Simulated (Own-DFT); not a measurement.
# Computed records: AlGa2N3 (wurtzite random alloy, strained, atoms displaced), AlGa3N4 (wurtzite random alloy, strained, atoms displaced)

Computed with Own-DFT development build. A calculation, not a measurement: plane-wave PBE density functional theory by an unreviewed code, no spin, of a simulated periodic cell, stress positive in tension, free energy of the whole cell less one offset for each atom, forces on such cells passed a denser k mesh, this cell's mesh not checked; offsets are fitted by least squares, one for each functional and potential file, so energies compare only between cells with the same atoms and settings and are not formation energies; the far tail of each file's local potential was reset to the Coulomb form; each entry is a single point on an unrelaxed cell, so the pressure reflects the starting lattice, mostly measured values, from which strain is counted, and rises with the displacements; printed positions are rounded, which can move forces by about a meV/angstrom; the program is a retired in-house code; no spin-orbit coupling.

Common to all runs: functional PBE; potential files PseudoDojo norm-conserving, scalar-relativistic, standard set; wave cutoff 42 hartree; occupations Fermi-Dirac; k mesh 4 x 4 x 3 centred on Gamma.

(1) 
```xyz
72
Lattice="9.4188 0.0000 0.0000 -4.7094 8.1569 0.0000 0.0000 0.0000 10.2347" Properties=species:S:1:pos:R:3:force_x:R:1:force_y:R:1:force_z:R:1 formula=AlGa2N3 smearing_width=0.05 free_energy_of_cell_above_offsets=4.222 pressure=10.58 stress_xx=-11.01 stress_yy=-10.76 stress_zz=-9.99 stress_yz=0.9 stress_xz=-0.34 stress_xy=0.96
Al     0.0671     1.8025    10.2232     -1.812     -0.398     -0.487
Ga     1.5039     0.9584     2.5574       0.91     -0.391     -0.758
N     -0.0505     1.8388     1.8676      0.341      0.994      0.402
N      1.6183     0.9137     4.4237     -0.826      0.139      1.183
Ga    -0.0182     1.7142     5.1410      1.442      1.481      0.482
Ga     1.5159     0.9017     7.7525      2.239     -0.369      -1.22
N      0.0873     1.8122     7.1030       -3.1      -0.49     -0.982
N      1.5947     0.7828     9.6161     -1.748      2.924      0.311
Al    -1.5751     4.4799     0.0108      -0.52      0.562     -0.616
Al    -0.0305     3.6892     2.5681      1.256     -0.914     -0.573
N     -1.5227     4.5259     1.9175      0.285      0.893     -0.727
N     -0.0491     3.5900     4.4566      0.715     -0.734     -0.884
Ga    -1.5118     4.5665     5.0727      -1.65       -0.8      1.225
Ga    -0.0320     3.5842     7.7416       0.39      0.759     -0.792
N     -1.5786     4.4771     7.0943      0.194      0.983     -1.209
N     -0.0183     3.6212     9.6210     -0.316     -1.028      1.248
Ga    -3.1939     7.2503    10.2061      0.937     -1.953      1.384
Al    -1.5849     6.3146     2.4296       1.65      0.654       1.27
N     -3.0410     7.2579     1.9684     -1.783     -0.013      -0.89
N     -1.5643     6.3261     4.4350     -0.201       0.41     -1.109
Ga    -3.1489     7.2700     5.1414      0.788     -0.243     -0.849
Ga    -1.5519     6.3637     7.6754     -1.124     -1.062      0.763
N     -3.1089     7.3023     7.0102      -0.81     -1.072      1.105
N     -1.6101     6.3262     9.6379      0.205     -1.186      0.248
Ga     3.0664     1.8007    10.1826      1.816     -0.186      0.663
Al     4.6749     0.9148     2.5721      0.526      0.401     -0.957
N      3.0990     1.8182     1.8883      0.586     -0.095      0.644
N      4.6388     0.9610     4.4472      0.801     -0.881      0.171
Al     3.0990     1.7956     5.0896      0.761      0.736      1.077
Ga     4.7367     0.8297     7.7602     -1.047      1.272     -1.648
N      3.1372     1.7374     7.0216      0.155      0.829     -0.077
N      4.6863     0.8267     9.5852     -0.284      1.988      1.467
Ga     1.5443     4.5134    10.2312      0.463      0.465     -0.207
Ga     3.1473     3.6424     2.5924     -1.525     -0.777      0.508
N      1.5731     4.6703     1.9201     -0.874     -2.555      0.749
N      3.1149     3.6676     4.5647      0.587     -0.819     -0.085
Ga     1.4811     4.5171     5.0838      1.033     -0.016      1.238
Ga     3.1317     3.6317     7.7172     -0.463     -1.136     -1.125
N      1.5291     4.4851     7.0697      0.284      1.293      -0.29
N      3.1614     3.6084     9.5984      0.135      1.079      1.346
Ga     0.0238     7.2618     0.0015     -1.418     -0.322     -0.064
Al     1.4916     6.3367     2.5244      1.535      1.926      0.721
N      0.0598     7.2776     1.8714     -1.448      0.009      2.214
N      1.5943     6.3735     4.5054      1.193     -0.141     -1.329
Ga     0.0226     7.1362     5.0875     -1.156      2.476      0.968
Ga     1.6267     6.4371     7.6741     -0.942     -1.882      0.406
N     -0.0305     7.2248     7.1435      1.416     -0.294     -2.274
N      1.4977     6.3574     9.6391      2.095      -0.96     -0.937
Ga     6.2294     1.9006     0.0161      0.088     -2.411      -1.06
Al     7.9176     0.9005     2.5284      -1.83      0.637     -0.672
N      6.2784     1.8382     1.8400       0.18     -1.199      3.433
N      7.8953     0.8697     4.4610     -0.662      -0.37     -1.036
Ga     6.3235     1.7787     5.1489     -1.347      0.136      0.127
Al     7.8263     0.9169     7.6972      1.395     -0.125      0.718
N      6.3069     1.7096     7.1486     -0.109      1.617     -1.705
N      7.7962     0.9336     9.5713      1.822      -0.36      0.337
Al     4.6851     4.6408     0.0883      0.383     -2.469     -0.615
Ga     6.3874     3.6392     2.5946     -1.806      -0.97     -1.281
N      4.6507     4.4680     2.0172      2.233      2.026     -2.017
N      6.3166     3.5667     4.4261     -0.948      1.174      2.801
Al     4.6552     4.5946     5.1676      0.788     -1.736      0.172
Ga     6.2145     3.7146     7.6152      2.263     -2.804      2.087
N      4.7248     4.5545     7.2253     -2.229      1.242      -3.63
N      6.2491     3.6055     9.6713      -0.22       3.35     -0.627
Ga     3.1585     7.1696     0.0402     -1.576      2.114     -1.151
Ga     4.7279     6.3653     2.5635      0.012     -0.393     -0.025
N      3.1459     7.3128     1.8853     -0.339     -0.816      2.213
N      4.7681     6.2789     4.4845     -1.637      1.392       0.74
Al     3.1477     7.3163     5.0764      0.478     -2.085      0.737
Ga     4.6543     6.3935     7.7494      2.052     -0.363     -2.411
N      3.2096     7.2673     7.0656      -1.23      1.637     -2.018
N      4.6642     6.3417     9.5354      0.552     -0.775      3.182
```

Units: smearing_width, free_energy_of_cell_above_offsets in eV; pressure, stress_xx, stress_yy, stress_zz, stress_yz, stress_xz, stress_xy in GPa; force_x, force_y, force_z in eV/Å.

(2) 
```xyz
72
Lattice="9.2477 0.0000 0.0000 -4.6239 8.0088 0.0000 0.0000 0.0000 10.2685" Properties=species:S:1:pos:R:3:force_x:R:1:force_y:R:1:force_z:R:1 formula=AlGa3N4 smearing_width=0.1 free_energy_of_cell_above_offsets=12.163 pressure=20.87 stress_xx=-23.78 stress_yy=-26.29 stress_zz=-12.54 stress_yz=0.12 stress_xz=-0.23 stress_xy=-1.17
Ga     0.0016     1.8650     0.0013      0.401     -2.501      1.548
Ga     1.5907     0.9035     2.5950     -2.785      -1.09      0.461
N     -0.1147     1.8401     2.0017      2.374     -0.353      -0.57
N      1.6241     0.8372     4.5592     -2.987      2.578     -1.379
Al    -0.0211     1.8389     5.0846      1.248     -2.229      1.201
Ga     1.4644     0.9223     7.7321      1.485     -1.442     -0.729
N     -0.0959     1.7794     7.1035      0.458      0.097     -1.548
N      1.6181     0.9082     9.6477     -2.803      -0.17     -0.685
Ga    -1.5920     4.4893     0.1182      0.752     -0.472     -2.115
Al    -0.0050     3.5409     2.6171     -0.042      1.208     -0.924
N     -1.5141     4.4782     1.9167     -0.574     -1.637      2.988
N      0.0216     3.5418     4.5005     -0.392     -0.401     -0.599
Ga    -1.4908     4.4473     5.1291     -1.749      0.803       0.97
Al     0.0029     3.4954     7.6799      0.312      1.348      1.904
N     -1.4643     4.4306     7.1837     -0.353      0.911     -1.519
N     -0.0022     3.5416     9.7119     -0.531      2.241     -2.724
Ga    -3.1904     7.1570    10.2461      1.167     -0.057      0.706
Ga    -1.4669     6.2799     2.4961     -2.143     -1.556      1.577
N     -3.0421     7.0829     1.9151      -0.53      1.521     -0.461
N     -1.6759     6.2247     4.4415      4.347     -0.463     -0.097
Ga    -3.1277     7.1205     5.0201     -0.373      -0.72      2.639
Al    -1.5723     6.2483     7.7185     -0.194     -0.767      0.809
N     -3.0372     7.0855     7.0137     -0.713      0.667      0.692
N     -1.6164     6.2448     9.6966      1.023       0.06     -1.721
Ga     3.0332     1.8535    10.2344      1.383     -1.811      2.083
Ga     4.6559     0.8804     2.6797     -0.534      1.025     -2.316
N      3.0098     1.7321     1.9412      2.978      2.658     -0.438
N      4.6548     0.9066     4.5018      0.316     -1.548      1.707
Ga     3.0624     1.7652     5.1313      1.328      0.564      0.477
Ga     4.6825     0.8970     7.7073     -1.193     -0.534     -0.463
N      3.1029     1.7666     7.0283     -0.623     -0.187      0.372
N      4.5662     0.9370     9.5839      1.022     -1.417      1.044
Ga     1.5025     4.5027     0.0107      0.858     -2.808      1.569
Al     3.0737     3.5721     2.6154     -0.349     -0.007     -1.116
N      1.5069     4.4878     2.0001      0.398      -1.61     -0.166
N      3.1118     3.5546     4.4481     -0.119      0.164      1.084
Ga     1.5154     4.3418     5.2629       1.74      1.589     -1.465
Ga     3.0087     3.5193     7.6794      2.809     -0.286      0.853
N      1.6195     4.5064     7.1350     -3.427     -2.233     -0.733
N      3.0399     3.5031     9.5953      0.594      3.091      0.087
Ga     0.0126     7.0308     0.0201     -0.987      1.788     -0.547
Ga     1.4850     6.2621     2.6083      1.761      -0.62      0.368
N     -0.0070     7.1398     1.9459      1.496      1.313     -0.891
N      1.5526     6.1903     4.5397     -1.598     -0.169      0.074
Al     0.0327     7.0875     5.1175      -1.64      0.075       0.51
Ga     1.5845     6.2260     7.6782      -2.32      0.834       1.64
N     -0.0893     7.0664     7.0661      1.702      0.555     -0.869
N      1.6030     6.1768     9.7248     -1.706      1.743     -2.632
Ga     6.1429     1.7495    10.2386      0.239      0.633       0.47
Ga     7.6596     0.8842     2.5436      1.604     -1.398      1.719
N      6.2411     1.7859     1.9569      -2.99      1.488     -0.779
N      7.7864     0.8581     4.5882     -0.777      1.095     -1.161
Ga     6.2095     1.7708     5.1953     -0.022       0.54     -0.331
Al     7.7238     0.7864     7.7039     -0.744      0.718      0.237
N      6.1868     1.8676     7.1128       1.15     -2.876     -0.449
N      7.7508     0.8457     9.6657     -0.488       1.62     -2.234
Ga     4.6996     4.3993    10.2633     -2.175      0.541      0.947
Al     6.1125     3.5382     2.6237      1.413      0.669     -0.595
N      4.6451     4.4630     2.0417     -0.676     -1.919       -1.7
N      6.0684     3.6098     4.4816      3.548     -2.159      -0.54
Al     4.6840     4.3455     5.1478     -3.157      3.185      0.931
Ga     6.1514     3.5720     7.7326      0.158      1.647     -0.586
N      4.5988     4.5197     7.0538       0.14      -4.24     -1.746
N      6.1961     3.6009     9.5821      0.348     -1.608       1.28
Ga     3.0036     7.1650    10.2584      2.659      -1.64      1.279
Ga     4.6595     6.2552     2.4973     -0.273     -0.192      2.249
N      3.1147     7.1031     1.9215     -1.242       0.32     -0.054
N      4.6259     6.2075     4.5572     -1.399     -1.587     -1.254
Ga     3.0536     7.0997     5.1600      1.271     -0.823     -0.472
Ga     4.6341     6.1488     7.6810      0.946      2.871      0.394
N      3.0688     7.0109     7.0408      0.815      2.954      0.846
N      4.6484     6.1739     9.5713     -1.638      0.417      0.893
```

Units: smearing_width, free_energy_of_cell_above_offsets in eV; pressure, stress_xx, stress_yy, stress_zz, stress_yz, stress_xz, stress_xy in GPa; force_x, force_y, force_z in eV/Å.
